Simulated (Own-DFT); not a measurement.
GaP (zincblende, atoms displaced) (calculated)

Computed with Own-DFT development build. A calculation, not a measurement: plane-wave PBE density functional theory by an unreviewed code, no spin, of a simulated periodic cell, stress positive in tension, free energy of the whole cell less one offset for each atom, forces on such cells passed a denser k mesh, this cell's mesh not checked; offsets are fitted by least squares, one for each functional and potential file, so energies compare only between cells with the same atoms and settings and are not formation energies; the far tail of each file's local potential was reset to the Coulomb form; each entry is a single point on an unrelaxed cell, so the pressure reflects the starting lattice, mostly measured values (interpolated for alloys), from which strain is counted, and rises with the displacements; printed positions are rounded, which can move forces by about a meV/angstrom; the program, named Own-DFT, is a retired in-house code; no spin-orbit coupling; before rounding, a Quantum ESPRESSO 7.3.1 run of the same cell and cutoff gave forces within 1 meV/angstrom rms on each cell, which checks the program and not the settings.

Settings shared by all entries: functional PBE; potential files PseudoDojo norm-conserving, scalar-relativistic, standard set; wave cutoff 42 hartree; occupations Fermi-Dirac; smearing width 0.1 eV; k mesh 2 x 3 x 3 centred on Gamma.

(1) GaP (zincblende, atoms displaced)

```
GaP
1.0
     16.3515     0.0000     0.0000
      0.0000    10.9010     0.0000
      0.0000     0.0000    10.9010
Ga P Ga P Ga P Ga P Ga P Ga P Ga P Ga P Ga P Ga P Ga P Ga P
4 4 4 4 4 4 4 4 4 4 4 4 4 4 4 4 4 4 4 4 4 4 4 4
Direct
  0.99958 0.99595 0.99753
  0.99188 0.25452 0.25398
  0.16711 0.00016 0.25455
  0.16832 0.24671 0.00082
  0.08204 0.11805 0.12306
  0.08284 0.37195 0.37465
  0.24871 0.12837 0.38042
  0.25173 0.37702 0.12300
  0.99803 0.99358 0.49828
  0.00107 0.25000 0.74300
  0.17561 0.00362 0.74751
  0.16375 0.26225 0.49332
  0.08089 0.12058 0.63346
  0.09093 0.37304 0.87358
  0.25203 0.12770 0.86272
  0.24787 0.38549 0.61726
  0.00234 0.50499 0.99401
  0.99860 0.75145 0.24079
  0.16671 0.49732 0.25166
  0.16614 0.75193 0.00249
  0.08065 0.62659 0.12589
  0.08484 0.88004 0.38236
  0.24592 0.62435 0.37756
  0.24452 0.87267 0.12241
  0.00330 0.49978 0.49272
  0.99785 0.75133 0.74889
  0.16441 0.50952 0.75134
  0.16375 0.74539 0.49901
  0.07926 0.62898 0.62103
  0.08626 0.87684 0.86942
  0.24897 0.62702 0.87263
  0.25039 0.87416 0.62032
  0.33412 0.00089 0.99184
  0.33725 0.25275 0.25194
  0.50357 0.99669 0.25313
  0.49935 0.25854 0.99904
  0.41881 0.12494 0.13283
  0.41752 0.37377 0.37875
  0.58590 0.12096 0.37260
  0.58183 0.37928 0.13102
  0.33291 0.99502 0.49935
  0.33160 0.24094 0.74388
  0.50009 0.00343 0.75646
  0.50094 0.25000 0.49266
  0.41744 0.11946 0.63189
  0.41597 0.37202 0.87542
  0.58828 0.12730 0.86984
  0.58243 0.37674 0.63047
  0.33909 0.50833 0.01104
  0.32661 0.75511 0.24856
  0.50293 0.49738 0.25747
  0.50273 0.75406 0.00281
  0.41750 0.62965 0.11949
  0.41440 0.86066 0.37849
  0.58148 0.62436 0.37162
  0.57908 0.86886 0.12129
  0.32883 0.49281 0.50307
  0.33787 0.75437 0.74822
  0.50474 0.50447 0.75382
  0.49920 0.73624 0.49858
  0.41104 0.63096 0.62935
  0.41588 0.87789 0.88285
  0.58534 0.62298 0.87724
  0.58800 0.86906 0.63048
  0.66073 0.99982 0.00098
  0.66754 0.25244 0.24467
  0.83377 0.99680 0.24990
  0.83073 0.24734 0.99406
  0.75010 0.10949 0.11552
  0.75209 0.37937 0.37590
  0.91491 0.12869 0.37656
  0.92116 0.37621 0.12469
  0.66978 0.00925 0.49746
  0.66734 0.25498 0.75391
  0.82569 0.00636 0.74605
  0.83474 0.24494 0.50057
  0.74903 0.13019 0.62288
  0.74470 0.38554 0.86755
  0.91635 0.12131 0.87341
  0.92083 0.37582 0.62614
  0.66256 0.50330 0.99649
  0.66496 0.74860 0.25912
  0.83076 0.50160 0.24590
  0.83117 0.75495 0.99684
  0.75121 0.61760 0.13011
  0.75207 0.87797 0.36709
  0.91977 0.62584 0.38225
  0.91785 0.87245 0.12246
  0.66709 0.50110 0.49567
  0.67087 0.74704 0.74463
  0.83538 0.50031 0.75732
  0.82906 0.75978 0.49406
  0.75338 0.62622 0.61535
  0.75659 0.87819 0.87053
  0.91724 0.62837 0.87623
  0.91947 0.85790 0.61815
```

- free energy of cell above offsets: -49.181 eV
- pressure: 3.38 GPa
- stress xx: -3.46 GPa
- stress yy: -3.34 GPa
- stress zz: -3.33 GPa
- stress yz: 0.22 GPa
- stress xz: -0.45 GPa
- stress xy: 0.11 GPa

Force:
```tsv
element	x (eV/Å)	y (eV/Å)	z (eV/Å)
Ga	0.216	0.019	-0.321
Ga	1.344	-0.665	-0.46
Ga	-0.061	0.188	-0.145
Ga	0.07	-0.173	0.079
P	-0.073	0.85	0.539
P	-0.705	0.563	-1.112
P	0.5	0.076	-0.463
P	0.131	-0.202	0.378
Ga	-0.043	0.689	0.738
Ga	0.04	0.01	1.256
Ga	-1.271	-0.791	-0.49
Ga	0.398	-1.603	1.472
P	0.727	0.092	-1.494
P	-1.125	0.186	-0.108
P	-0.226	-0.14	2.057
P	-0.851	-1.67	1.826
Ga	0.302	-0.702	0.161
Ga	0.28	-0.099	1.604
Ga	-0.22	0.174	-0.415
Ga	-0.564	-0.642	-0.768
P	0.792	-0.399	-0.173
P	-0.167	-0.795	-1.308
P	0.665	-0.245	-0.43
P	0.837	1.218	0.161
Ga	-0.276	-0.091	0.799
Ga	0.767	-0.261	0.47
Ga	0.103	-0.251	-0.533
Ga	0.147	0.589	0.305
P	0.268	-0.566	0.562
P	-0.128	-0.052	0.11
P	0.823	0.337	0.605
P	-0.074	-0.463	0.331
Ga	-0.65	0.667	1.342
Ga	-0.834	-0.279	-0.042
Ga	-0.936	-0.549	0.075
Ga	0.298	-0.923	0.356
P	-0.001	-0.204	-0.957
P	-0.187	0.633	-0.108
P	-0.135	0.757	-0.125
P	0.365	-0.335	-0.906
Ga	0.33	0.359	-0.06
Ga	0.48	1.897	-0.49
Ga	0.446	-0.808	-0.217
Ga	0.191	-0.507	1.241
P	0.242	0.211	-1.55
P	-0.44	0.71	-0.469
P	-0.863	0.195	0.956
P	0.166	-0.131	-1.127
Ga	-1.187	-1.08	-1.788
Ga	0.349	-0.791	-0.133
Ga	-1.168	0.341	-0.767
Ga	-0.841	-1.001	-1.135
P	0.711	0.43	1.95
P	0.491	1.246	-0.405
P	0.475	-0.236	0.732
P	1.471	0.846	1.272
Ga	1.263	1.587	-0.903
Ga	-1.242	0.584	0.82
Ga	-1.366	-0.285	-0.213
Ga	0.051	0.954	0.885
P	1.225	-1.72	-0.598
P	0.879	-0.554	-0.931
P	-0.242	1.472	-0.385
P	-0.994	0.879	-1.063
Ga	0.338	-0.854	-0.731
Ga	0.657	-0.524	0.137
Ga	0.7	0.53	-0.647
Ga	0.204	0.368	0.174
P	0.05	1.635	0.936
P	-0.15	-0.942	-0.23
P	0.065	-1.173	-0.173
P	-1.293	0.321	-0.855
Ga	-0.254	-1.293	0.409
Ga	-0.039	-0.098	-0.872
Ga	1.849	-0.492	-0.377
Ga	-0.062	1.239	0.29
P	-0.246	0.322	0.179
P	0.74	-0.785	1.195
P	-0.055	0.486	-0.459
P	-0.71	0.243	-0.382
Ga	0.595	-0.426	1.192
Ga	0.342	0.073	-1.312
Ga	1.701	-0.468	0.963
Ga	0.226	-0.717	0.669
P	-1.07	1.586	-1.205
P	-0.961	0.205	0.716
P	-0.926	0.374	-1.436
P	-0.507	0.456	-0.045
Ga	-0.201	-0.142	0.581
Ga	0.489	-0.238	0.665
Ga	0.258	0.387	-1.282
Ga	0.644	-1.142	-0.012
P	-0.114	-0.397	0.659
P	-1.909	-0.386	0.377
P	-0.18	-0.009	0.065
P	-1.159	2.315	0.324
```

(2) GaP (zincblende, atoms displaced)

```
GaP
1.0
     16.3515     0.0000     0.0000
      0.0000    10.9010     0.0000
      0.0000     0.0000    10.9010
Ga P Ga P Ga P Ga P Ga P Ga P Ga P Ga P Ga P Ga P Ga P Ga P
4 4 4 4 4 4 4 4 4 4 4 4 4 4 4 4 4 4 4 4 4 4 4 4
Direct
  0.00479 0.00228 0.00512
  0.99849 0.24109 0.24824
  0.16948 0.99939 0.25314
  0.17275 0.25382 0.00294
  0.08574 0.12589 0.12305
  0.08433 0.36870 0.37381
  0.25428 0.12231 0.37932
  0.24904 0.38561 0.11969
  0.00209 0.99554 0.50079
  0.00555 0.24735 0.75460
  0.16487 0.99765 0.74448
  0.16976 0.25113 0.49818
  0.08561 0.11991 0.61885
  0.07808 0.37645 0.87680
  0.24815 0.12443 0.86857
  0.25206 0.37651 0.62703
  0.99467 0.50335 0.00469
  0.00237 0.74954 0.25006
  0.16729 0.50901 0.24302
  0.16454 0.75030 0.99868
  0.08084 0.63491 0.12394
  0.08328 0.88382 0.37266
  0.24584 0.62654 0.37635
  0.24834 0.88644 0.13366
  0.99891 0.50801 0.50274
  0.99746 0.74003 0.75246
  0.16847 0.49951 0.75088
  0.16798 0.75158 0.49178
  0.08363 0.63059 0.62269
  0.08584 0.87329 0.88326
  0.25496 0.61872 0.86927
  0.25072 0.88155 0.61459
  0.33291 0.00040 0.99757
  0.33483 0.24583 0.25233
  0.49828 0.99578 0.25188
  0.50087 0.24499 0.99624
  0.41680 0.12663 0.12381
  0.40777 0.38081 0.37722
  0.58664 0.12627 0.37499
  0.58411 0.38010 0.12529
  0.33426 0.00195 0.49062
  0.33572 0.24261 0.74522
  0.50209 0.00016 0.75561
  0.49889 0.25455 0.50369
  0.41875 0.11647 0.62119
  0.42029 0.38295 0.86973
  0.58222 0.12372 0.87381
  0.58119 0.37494 0.62972
  0.33251 0.49833 0.99961
  0.33727 0.74140 0.25073
  0.49961 0.50087 0.24096
  0.50351 0.76076 0.00158
  0.42112 0.63259 0.12059
  0.41663 0.88165 0.37553
  0.58012 0.61957 0.36247
  0.58665 0.86787 0.12955
  0.33634 0.50616 0.49936
  0.33462 0.74497 0.75535
  0.50270 0.49792 0.75155
  0.49937 0.75015 0.49928
  0.41467 0.63014 0.62429
  0.41631 0.87917 0.86823
  0.58675 0.62426 0.87689
  0.58443 0.87951 0.62681
  0.67059 0.99977 0.00625
  0.66325 0.25284 0.25251
  0.82931 0.00048 0.25447
  0.83471 0.25493 0.99630
  0.75050 0.12457 0.12887
  0.75213 0.38052 0.37232
  0.92117 0.13083 0.37664
  0.92093 0.37201 0.12996
  0.66749 0.99706 0.50165
  0.66180 0.25389 0.74789
  0.83016 0.99239 0.75437
  0.84038 0.25329 0.50050
  0.75153 0.13350 0.61715
  0.75026 0.37730 0.87014
  0.91690 0.12039 0.88159
  0.92019 0.37699 0.62937
  0.67164 0.49950 0.99898
  0.66666 0.74669 0.25822
  0.83841 0.49933 0.25516
  0.83372 0.75169 0.00414
  0.74823 0.62348 0.11702
  0.75009 0.87396 0.37531
  0.91549 0.62607 0.37026
  0.91541 0.88171 0.12986
  0.66857 0.50335 0.48909
  0.66191 0.75080 0.75430
  0.82889 0.51004 0.75092
  0.82435 0.75419 0.50521
  0.74878 0.62432 0.62874
  0.75512 0.86369 0.87401
  0.92357 0.62314 0.87355
  0.92040 0.87327 0.62303
```

- free energy of cell above offsets: -50.036 eV
- pressure: 3.22 GPa
- stress xx: -3.17 GPa
- stress yy: -3.22 GPa
- stress zz: -3.27 GPa
- stress yz: 0.16 GPa
- stress xz: 0.47 GPa
- stress xy: -0.35 GPa

Force:
```tsv
element	x (eV/Å)	y (eV/Å)	z (eV/Å)
Ga	-0.577	-0.36	-0.162
Ga	1.174	0.674	-0.124
Ga	-0.69	1.196	0.276
Ga	-0.954	-0.137	-0.804
P	0.668	0.233	0.541
P	-0.169	0.982	-0.346
P	-0.985	0.892	-0.937
P	0.499	-0.99	1.097
Ga	-0.396	0.591	-0.117
Ga	-0.779	-0.566	-0.57
Ga	0.127	-0.309	0.293
Ga	0.042	0.058	0.252
P	-0.219	0.775	0.494
P	1.309	0.376	0.59
P	0.28	0.055	0.462
P	0.127	-0.14	-0.349
Ga	0.981	-0.498	0.18
Ga	-0.752	0.949	0.378
Ga	-0.789	-0.627	0.55
Ga	1.456	-0.032	0.362
P	0.307	-1.097	-0.336
P	0.083	-1.149	-0.103
P	1.109	-0.401	-0.54
P	1.157	-2.05	-1.294
Ga	0.22	-0.797	-0.456
Ga	1.205	1.598	-0.565
Ga	-0.796	-0.239	-0.295
Ga	-0.656	0.823	0.755
P	0.67	-0.256	0.119
P	-0.797	0.269	-1.537
P	-1.051	0.709	1.044
P	0.201	-0.992	0.926
Ga	-0.327	0.221	0.087
Ga	-0.569	0.594	-0.415
Ga	0.794	0.7	-0.479
Ga	-0.165	1.05	0.286
P	0.172	-0.29	-0.074
P	1.865	-0.525	-0.771
P	-0.995	-0.205	0.326
P	0.029	-0.839	-0.702
Ga	0.336	-0.306	1.186
Ga	0.158	0.566	0.148
Ga	-0.225	0.095	-0.915
Ga	-0.188	-0.336	-0.527
P	0.097	0.522	0.16
P	-0.816	-1.463	0.76
P	1.014	-0.154	0.482
P	0.445	0.715	-1.297
Ga	1.125	0.484	-0.292
Ga	-0.669	1.11	0.15
Ga	-0.953	-0.529	0.309
Ga	-0.234	-0.539	-0.88
P	-0.622	-0.668	-0.356
P	0.116	-1.465	-0.188
P	0.098	0.566	1.657
P	0.044	1.215	0.124
Ga	-1.281	0.143	0.583
Ga	-0.369	1.085	-1.063
Ga	-0.065	1.226	-0.37
Ga	0.271	0.218	-0.165
P	0.949	-0.448	0.213
P	0.048	-0.522	1.037
P	-0.867	-0.009	0.267
P	-0.243	-0.632	-0.059
Ga	-0.192	-0.464	-0.603
Ga	0.671	0.165	-0.298
Ga	0.929	0.48	0.095
Ga	0.017	-0.31	0.46
P	-0.054	0.92	-0.229
P	0.103	-0.949	0.202
P	-0.976	-1.456	0.255
P	-0.885	0.226	-0.357
Ga	0.221	0.711	-0.104
Ga	0.887	-0.621	0.083
Ga	0.698	0.997	-0.836
Ga	-0.336	0.6	-0.067
P	-0.18	-0.835	0.988
P	-0.11	-0.37	0.19
P	0.12	0.15	-0.749
P	-0.325	0.275	0.265
Ga	-0.695	-0.348	-0.238
Ga	0.49	-0.234	-0.916
Ga	-0.649	0.014	-1.23
Ga	0.958	-0.421	0.058
P	0.95	0.332	1.575
P	-0.577	0.116	0.111
P	0.181	0.832	1.097
P	0.305	-0.491	-0.106
Ga	-0.489	-0.184	0.898
Ga	0.604	0.029	-0.44
Ga	1.355	-0.969	0.121
Ga	1.521	-0.438	-0.076
P	-1.06	0.566	-0.654
P	-1.334	0.836	0.242
P	-2.252	-0.052	0.789
P	-0.875	-0.226	0.469
```

(3) GaP (zincblende, atoms displaced)

```
GaP
1.0
     16.3515     0.0000     0.0000
      0.0000    10.9010     0.0000
      0.0000     0.0000    10.9010
Ga P Ga P Ga P Ga P Ga P Ga P Ga P Ga P Ga P Ga P Ga P Ga P
4 4 4 4 4 4 4 4 4 4 4 4 4 4 4 4 4 4 4 4 4 4 4 4
Direct
  0.00869 0.99266 0.99832
  0.00433 0.24812 0.25892
  0.16866 0.00548 0.24949
  0.16944 0.25304 0.99324
  0.08053 0.12505 0.13184
  0.08167 0.37649 0.37768
  0.24613 0.11593 0.37149
  0.25159 0.37435 0.12691
  0.99722 0.99844 0.50630
  0.00193 0.25119 0.75038
  0.16501 0.00995 0.74212
  0.16613 0.25021 0.50815
  0.08621 0.12965 0.62244
  0.08330 0.36902 0.87751
  0.24886 0.12076 0.87287
  0.25440 0.38195 0.61448
  0.99692 0.49796 0.99702
  0.99784 0.75305 0.24767
  0.16657 0.50028 0.25250
  0.16452 0.74935 0.99939
  0.08903 0.62149 0.12725
  0.08120 0.86498 0.37142
  0.24565 0.62080 0.37405
  0.24752 0.87005 0.12564
  0.00085 0.50049 0.50552
  0.99711 0.74259 0.75244
  0.16275 0.51041 0.75018
  0.16302 0.75122 0.49935
  0.09016 0.62576 0.61892
  0.08385 0.86681 0.87372
  0.24880 0.62772 0.87351
  0.25755 0.87402 0.61455
  0.33536 0.99542 0.00256
  0.33335 0.24867 0.26081
  0.50076 0.99917 0.24888
  0.50295 0.24899 0.99898
  0.41695 0.12542 0.12252
  0.42040 0.37392 0.38228
  0.58469 0.13341 0.37012
  0.59085 0.37865 0.12541
  0.33845 0.99650 0.50481
  0.32984 0.25189 0.74100
  0.49753 0.99744 0.74704
  0.50170 0.24544 0.49953
  0.41696 0.12794 0.62329
  0.41641 0.37610 0.86975
  0.57973 0.12173 0.86757
  0.58091 0.37262 0.63032
  0.33387 0.50660 0.99879
  0.32994 0.75200 0.24901
  0.50025 0.49589 0.24363
  0.50153 0.74462 0.00888
  0.41569 0.62332 0.13111
  0.41435 0.87020 0.36576
  0.58353 0.62811 0.37282
  0.58526 0.87499 0.12226
  0.33397 0.49870 0.50269
  0.33492 0.75042 0.75640
  0.50267 0.49162 0.75290
  0.49624 0.75159 0.50838
  0.41592 0.63314 0.62582
  0.41969 0.87677 0.87850
  0.58029 0.62636 0.87577
  0.58409 0.87528 0.61778
  0.66799 0.00074 0.99727
  0.66561 0.24972 0.25399
  0.83347 0.99390 0.25447
  0.83528 0.25180 0.99449
  0.75076 0.11971 0.12823
  0.74900 0.37992 0.37198
  0.91541 0.12492 0.36690
  0.91773 0.37598 0.11558
  0.66604 0.99754 0.50022
  0.65779 0.25405 0.75219
  0.83962 0.00449 0.74793
  0.83099 0.24650 0.49987
  0.74310 0.12130 0.62322
  0.75076 0.37863 0.88032
  0.91383 0.12938 0.86805
  0.91480 0.37151 0.61238
  0.66313 0.50568 0.99402
  0.66580 0.74767 0.25837
  0.83420 0.51122 0.25119
  0.83564 0.75894 0.99861
  0.74750 0.63502 0.11472
  0.75270 0.87435 0.36997
  0.91963 0.61798 0.37315
  0.91011 0.87775 0.12573
  0.66871 0.49495 0.49592
  0.66223 0.74956 0.75188
  0.83194 0.49476 0.75717
  0.83658 0.74574 0.49902
  0.75499 0.62403 0.63302
  0.74822 0.87325 0.87417
  0.91354 0.63176 0.87246
  0.91508 0.87325 0.63160
```

- free energy of cell above offsets: -49.741 eV
- pressure: 3.25 GPa
- stress xx: -3.26 GPa
- stress yy: -3.27 GPa
- stress zz: -3.22 GPa
- stress yz: 0.15 GPa
- stress xz: 0.04 GPa
- stress xy: -0.92 GPa

Force:
```tsv
element	x (eV/Å)	y (eV/Å)	z (eV/Å)
Ga	-1.394	0.681	0.362
Ga	-0.855	0.612	-0.894
Ga	-1.054	-1.422	-0.538
Ga	0.104	-0.646	1.178
P	0.845	0.063	-1.142
P	0.603	-0.055	0.338
P	1.17	1.221	1.744
P	0.075	0.098	-0.111
Ga	0.281	-0.049	-0.845
Ga	-0.537	0.094	-0.635
Ga	0.744	-1.634	0.334
Ga	0.728	0.491	-1.558
P	-1.41	-0.417	0.204
P	-0.062	1.297	-0.747
P	0.54	0.302	0.017
P	-1.612	-0.734	1.686
Ga	0.719	0.837	-0.059
Ga	-0.133	-0.791	-0.588
Ga	0.074	-0.82	-0.231
Ga	0.402	-0.281	0.24
P	-1.525	0.278	-0.554
P	0.128	1.707	0.437
P	0.935	0.537	0.509
P	0.068	0.73	-0.417
Ga	0.114	-0.072	-0.464
Ga	0.845	0.423	-0.751
Ga	0.788	-1.485	0.303
Ga	1.324	0.407	-0.631
P	-1.936	0.113	0.807
P	0.233	0.637	-0.922
P	0.066	-0.017	0.247
P	-1.591	-0.41	1.499
Ga	-0.437	0.238	0.004
Ga	0.063	-0.107	-0.643
Ga	0.005	0.072	-0.302
Ga	-0.195	0.357	0.042
P	-0.08	0.281	0.532
P	-0.242	0.261	-0.601
P	-0.524	-1.616	0.765
P	-0.977	-0.496	-0.449
Ga	0.061	0.518	-1.489
Ga	0.144	-0.003	0.666
Ga	0.167	-0.031	-0.34
Ga	0.094	0.33	0.265
P	0.022	-0.385	0.123
P	-0.459	-0.45	0.733
P	0.375	-0.042	0.889
P	0.31	0.451	-1.524
Ga	-0.054	-0.679	0.028
Ga	-0.334	-0.855	0.19
Ga	0.32	0.019	0.74
Ga	-0.328	0.463	-0.217
P	-0.189	0.213	-0.427
P	0.751	0.64	1.087
P	-0.796	-0.819	0.935
P	0.074	0.034	0.598
Ga	0.87	1.368	-1.094
Ga	-0.127	0.494	-0.351
Ga	-0.713	1.306	-0.306
Ga	0.426	0.112	-1.557
P	-0.042	-1.538	0.687
P	-0.076	-0.675	0.064
P	-0.261	-0.123	-0.388
P	-0.442	-0.068	0.861
Ga	-0.167	0.091	-0.025
Ga	1.145	0.403	-0.883
Ga	-0.139	0.911	-0.546
Ga	-0.539	-0.406	0.814
P	0.039	0.741	-0.313
P	0.763	-0.68	-0.21
P	0.029	-0.232	1.274
P	-0.25	-0.314	1.677
Ga	0.177	0.208	-1.093
Ga	1.552	-0.449	0.294
Ga	-1.883	-0.353	-0.027
Ga	-0.597	-0.327	-0.667
P	0.899	0.699	0.679
P	-0.992	-0.726	-0.415
P	1.375	-0.381	0.853
P	0.32	0.317	1.838
Ga	0.816	0.02	0.449
Ga	0.375	0.508	-1.283
Ga	-0.738	-0.855	-1.366
Ga	-0.807	-0.449	-0.221
P	0.299	-0.534	0.929
P	-0.543	-0.508	1.375
P	0.324	1.072	0.486
P	1.784	0.04	-0.314
Ga	-0.434	0.916	0.924
Ga	0.656	0.003	-0.37
Ga	0.645	0.093	-0.823
Ga	-0.296	0.086	0.005
P	-1.036	-0.018	-0.746
P	0.42	0.651	-0.556
P	0.177	-1.231	0.641
P	0.549	-0.261	-0.717
```
